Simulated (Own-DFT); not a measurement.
# Computed records: GaP (zincblende, atoms displaced), SiC (4H silicon carbide, strained, atoms displaced)

All values are calculated (Own-DFT development build). A calculation, not a measurement: plane-wave PBE density functional theory by an unreviewed code, no spin, of a simulated periodic cell, stress positive in tension, free energy of the whole cell less one offset for each atom, forces on such cells passed a denser k mesh, this cell's mesh not checked; offsets are fitted by least squares, one for each functional and potential file, so energies compare only between cells with the same atoms and settings and are not formation energies; the far tail of each file's local potential was reset to the Coulomb form; each entry is a single point on an unrelaxed cell, so the pressure reflects the starting lattice, mostly measured values (interpolated for alloys), from which strain is counted, and rises with the displacements; printed positions are rounded, which can move forces by about a meV/angstrom; the program, named Own-DFT, is a retired in-house code; no spin-orbit coupling.

Settings shared by all entries: functional PBE; potential files PseudoDojo norm-conserving, scalar-relativistic, standard set; wave cutoff 42 hartree; occupations Fermi-Dirac; smearing width 0.1 eV; hardware one NVIDIA H100.

(1) 
```xyz
64
Lattice="10.9010 0.0000 0.0000 0.0000 10.9010 0.0000 0.0000 0.0000 10.9010" Properties=species:S:1:pos:R:3:force_x:R:1:force_y:R:1:force_z:R:1 formula=GaP k_mesh=3_x_3_x_3_centred_on_Gamma free_energy_of_cell_above_offsets=-25.315 pressure=4.94 stress_xx=-4.87 stress_yy=-4.92 stress_zz=-5.05 stress_yz=-0.06 stress_xz=-0.51 stress_xy=0.35 wall_time=581.9
Ga    10.8920    10.8872     0.0297       0.47     -0.236     -0.586
Ga     0.0864     2.7132     2.7314      -2.85      -1.94     -3.385
Ga     2.5587    10.7778     2.5669      2.426      0.844     -0.105
Ga     2.7501     2.7505    10.8147     -0.681      1.468      2.051
P      1.4244     1.3226     1.2652     -1.048      0.756      -0.01
P      1.2910     3.7476     4.0128      2.816      4.549      3.086
P      4.0816     1.3568     4.0110     -0.389      -0.53      0.678
P      4.1110     4.0399     1.5093     -0.221      0.713     -2.337
Ga    10.8011    10.7989     5.5014      1.889      1.268     -0.747
Ga    10.7626     2.8477     8.2063      1.236     -1.455      0.979
Ga     2.7813     0.0558     8.1461      0.066      0.328      0.345
Ga     2.8084     2.7292     5.5734     -0.115     -0.718     -1.947
P      1.4628     1.4815     6.8699      -1.71     -0.778      0.307
P      1.3657     4.1700     9.6309     -0.049     -0.673       -1.1
P      3.9837     1.4268     9.6728      1.837       -0.8     -3.069
P      4.0693     4.1990     6.7119       0.09     -0.308      1.471
Ga     0.0715     5.5237     0.0032     -0.675     -0.597      0.758
Ga    10.6639     8.1578     2.6159      2.509     -1.185       2.61
Ga     2.7647     5.4227     2.7192     -0.866     -0.571      0.599
Ga     2.5555     8.2126     0.1180      0.715      0.417     -0.333
P      1.2586     6.7793     1.5039      0.533      0.149     -0.214
P      1.6010     9.6251     4.1405     -3.804     -0.085     -0.194
P      4.1854     6.8215     3.8943     -1.038       -0.8      2.852
P      4.1828     9.4782     1.3977     -0.771      0.827     -1.182
Ga    10.8894     5.5782     5.4487      2.088     -3.432     -0.187
Ga    10.8378     8.2205     8.2077      1.324     -0.661      0.612
Ga     2.7368     5.4765     8.1742      -0.08       0.39      0.449
Ga     2.6506     8.2287     5.4100      1.724     -1.645      1.226
P      1.2200     6.7562     6.7911      2.282      1.643      1.038
P      1.3685     9.6441     9.4251     -0.058     -0.996      1.028
P      4.0831     6.8106     9.7270     -0.467     -0.265     -0.945
P      4.1549     9.4849     6.9756     -0.276     -0.553     -0.761
Ga     5.5043     0.1002    10.6897     -0.905     -0.082      2.206
Ga     5.4567     2.6903     2.6654     -0.757      0.124      1.545
Ga     8.3093    10.8566     2.8678     -1.203      0.073     -1.417
Ga     8.1410     2.7739     0.0831     -1.246     -2.948     -1.442
P      6.6748     1.3894     1.4176      2.344     -1.283     -0.955
P      6.6520     4.1422     4.0870       1.58     -1.039     -0.655
P      9.5543     1.3725     4.0719      0.211      0.405      0.917
P      9.3517     4.1068     1.1824      3.099      1.465      2.801
Ga     5.3636    10.7637     5.4342      0.397      0.756     -0.486
Ga     5.5055     2.7239     7.9765     -1.089      0.829      1.965
Ga     8.2394     0.0702     8.1485     -2.599     -2.014     -2.042
Ga     8.0702     2.7859     5.3866      1.387      0.641     -0.094
P      6.8536     1.4564     6.7501     -0.006     -2.116     -0.341
P      6.8818     4.0377     9.5584     -0.726      0.639      -1.52
P      9.4636     1.0743     9.4656      2.161       4.34      2.724
P      9.7078     4.2613     6.8304     -2.617     -0.687     -0.538
Ga     5.5974     5.4868     0.0157     -1.342     -1.607     -0.211
Ga     5.4992     8.1186     2.7062      0.512       -0.1     -1.601
Ga     8.1837     5.4066     2.8815       0.26      0.394     -0.875
Ga     8.1954     8.1450     0.0025      0.041      0.818      0.082
P      6.9019     6.7544     1.2650      0.453      0.745      2.083
P      6.7992     9.4640     3.9479      0.872      0.239      1.926
P      9.6719     6.7824     4.2679     -2.951      1.731     -2.771
P      9.6010     9.4934     1.3850     -1.916      1.781     -1.187
Ga     5.5493     5.3677     5.5237     -1.001      2.124     -0.556
Ga     5.4722     7.8757     8.1551     -2.172      3.141      3.084
Ga     8.1368     5.5594     8.0885      0.934      -0.65      1.336
Ga     8.1784     8.1276     5.5222      0.245      1.131     -0.869
P      6.7601     6.9263     6.8362      1.771     -2.338      -1.93
P      6.8619     9.6315     9.6331      0.543     -1.615     -1.974
P      9.6584     6.8921     9.6601     -1.182     -0.281     -1.439
P      9.6153     9.4953     6.8856     -2.006       0.26     -0.756
```

Units: free_energy_of_cell_above_offsets in eV; pressure, stress_xx, stress_yy, stress_zz, stress_yz, stress_xz, stress_xy in GPa; wall_time in s; force_x, force_y, force_z in eV/Å.

(2) 
```xyz
72
Lattice="9.3960 -0.0777 -0.0006 -4.7653 8.1813 0.0768 -0.0007 0.0961 10.0853" Properties=species:S:1:pos:R:3:force_x:R:1:force_y:R:1:force_z:R:1 formula=SiC k_mesh=4_x_4_x_3_centred_on_Gamma free_energy_of_cell_above_offsets=-6.806 pressure=-2.12 stress_xx=5.16 stress_yy=5.16 stress_zz=-3.95 stress_yz=2.87 stress_xz=0.01 stress_xy=-3.35 wall_time=360.2
Si     4.5346     8.1297     4.1587      3.102      0.284       0.11
Si    -0.0168     1.7629     1.6380      -0.13      0.258     -1.359
C     -4.7105     8.1488     1.0079     -1.244       0.47     -0.434
C     -0.0524     1.8899     3.4784      0.748     -1.484      0.733
Si     7.8176     2.6337     4.1436     -0.767      1.415     -1.214
Si    -1.5829     4.5254     1.6386     -0.105      0.379     -0.173
C      7.7552     2.6624     1.0839      1.979      0.198     -2.242
C     -1.6053     4.5299     3.4931      0.474      0.324      1.161
Si    -3.1316     5.5165     4.0791     -0.735     -2.231      2.178
Si    -3.1437     7.2329     1.5792     -1.229      1.408      1.767
C      6.1770     5.4409     1.0359      1.095     -2.423     -0.644
C     -3.1812     7.2060     3.5622     -0.333      3.126     -1.475
Si    -1.6068     8.1584     4.1058     -1.506     -0.287      1.874
Si     3.0942     1.8542     1.5890      1.711     -2.169      0.732
C     -1.6028     8.1121     1.0393     -0.166       1.57     -0.335
C      3.1567     1.7692     3.5096     -1.784      0.209     -0.948
Si     1.5502     2.7275     4.0810      -0.04      0.134       0.48
Si     1.5808     4.5091     1.6141     -0.669     -0.452     -0.614
C      1.5989     2.6299     1.0321     -1.876      1.545     -1.109
C      1.5494     4.5630     3.4535      -0.24     -0.405       1.57
Si    -0.0351     5.4638     4.2040     -0.302     -0.819     -1.272
Si    -0.1034     7.2598     1.7318      1.296     -0.781     -2.593
C      0.0126     5.3711     0.9945     -0.551      0.862      1.048
C     -0.1277     7.2176     3.5191      1.675      0.542      1.585
Si     1.5193     8.1618     4.1870     -0.767     -0.509     -0.422
Si     6.3175     1.7869     1.7044     -2.148      0.017     -1.202
C      6.3122     0.0245     1.0076     -1.643     -0.734     -0.238
C      6.2117     1.7977     3.5524      0.337      -0.65     -0.043
Si     4.6067     2.6516     4.1147      1.683      2.207       0.19
Si     4.6332     4.5188     1.5026      -0.11     -0.061      2.838
C      4.6449     2.7153     0.9570      0.851     -0.621       0.33
C      4.6545     4.5456     3.5439      0.026     -1.161     -1.362
Si     3.1014     5.3931     4.1425      0.318      0.769      0.495
Si     2.9786     7.2316     1.6651      2.784     -0.559     -0.851
C      3.0778     5.3956     0.9477     -0.292      0.878      0.177
C      3.1179     7.2434     3.5165     -2.355      -0.66      0.512
Si     9.3763     0.0241     9.0110       0.13     -0.209      2.481
Si     4.6334     6.3381     6.7339        0.9     -0.392      -1.51
C     -0.0005     0.0586     5.9571     -0.448     -0.213      1.144
C      4.6476     6.3527     8.6111      0.294      0.896     -0.507
Si     6.1105     5.3577     9.2866       2.61      1.808     -2.166
Si     6.2626     3.5856     6.6269     -0.574      1.277     -0.452
C     -3.1220     5.4988     6.0996     -0.458       0.13     -1.081
C      6.3091     3.6345     8.5026     -1.682     -0.126      1.137
Si    -1.5554     2.8930     9.1275     -1.881     -2.707      2.063
Si     7.8268     0.9328     6.5772     -0.588     -1.676      0.503
C      7.7872     2.6601     5.9580      0.529      0.935      1.293
C      7.8081     0.9213     8.4946      0.244      0.392      0.009
Si     1.5594     8.1778     9.2797     -1.656      0.697     -1.378
Si     1.5021     6.4088     6.6937      0.413     -0.793     -0.559
C      1.4379     8.1420     6.0438      1.006      1.193      0.356
C      1.4108     6.3839     8.5299      2.562      0.668      1.613
Si     3.1205     5.5214     9.1532     -2.038      0.719      0.347
Si     3.0744     3.6264     6.6429      0.356      0.934     -0.432
C      3.0790     5.4604     6.0775     -0.349      0.061      -0.57
C      3.1387     3.8190     8.5236     -0.506      -3.21       0.38
Si     4.6264     2.7369     9.1740      1.237      0.186     -1.228
Si     4.6812     0.9180     6.6585     -0.362      0.356     -2.759
C      4.6620     2.7955     5.9576     -0.186      -1.53      1.379
C      4.6635     0.9675     8.4133      0.229     -0.007      4.238
Si    -1.6772     8.2231     9.2239      1.246      0.712     -0.262
Si    -1.5699     6.4500     6.6503     -0.766      -1.33      1.698
C     -1.6486     8.1733     6.0952      0.144      1.721     -1.203
C     -1.5541     6.5243     8.6235     -1.113     -2.813     -0.494
Si    -0.0226     5.4998     9.2507     -1.405      0.131     -1.223
Si    -0.0279     3.6430     6.6365     -0.453      0.782      0.453
C     -0.0147     5.5074     6.0630       -0.4     -0.905     -0.074
C     -0.0595     3.6286     8.5987      2.638      1.748     -1.007
Si     1.6005     2.7712     9.1913     -0.697      0.704     -0.181
Si     1.5423     0.9274     6.7103       0.48      0.233     -3.681
C      1.4863     2.7685     5.9915      0.993     -0.783      0.301
C      1.5463     1.0018     8.4810      0.467     -0.176      2.123
```

Units: free_energy_of_cell_above_offsets in eV; pressure, stress_xx, stress_yy, stress_zz, stress_yz, stress_xz, stress_xy in GPa; wall_time in s; force_x, force_y, force_z in eV/Å.
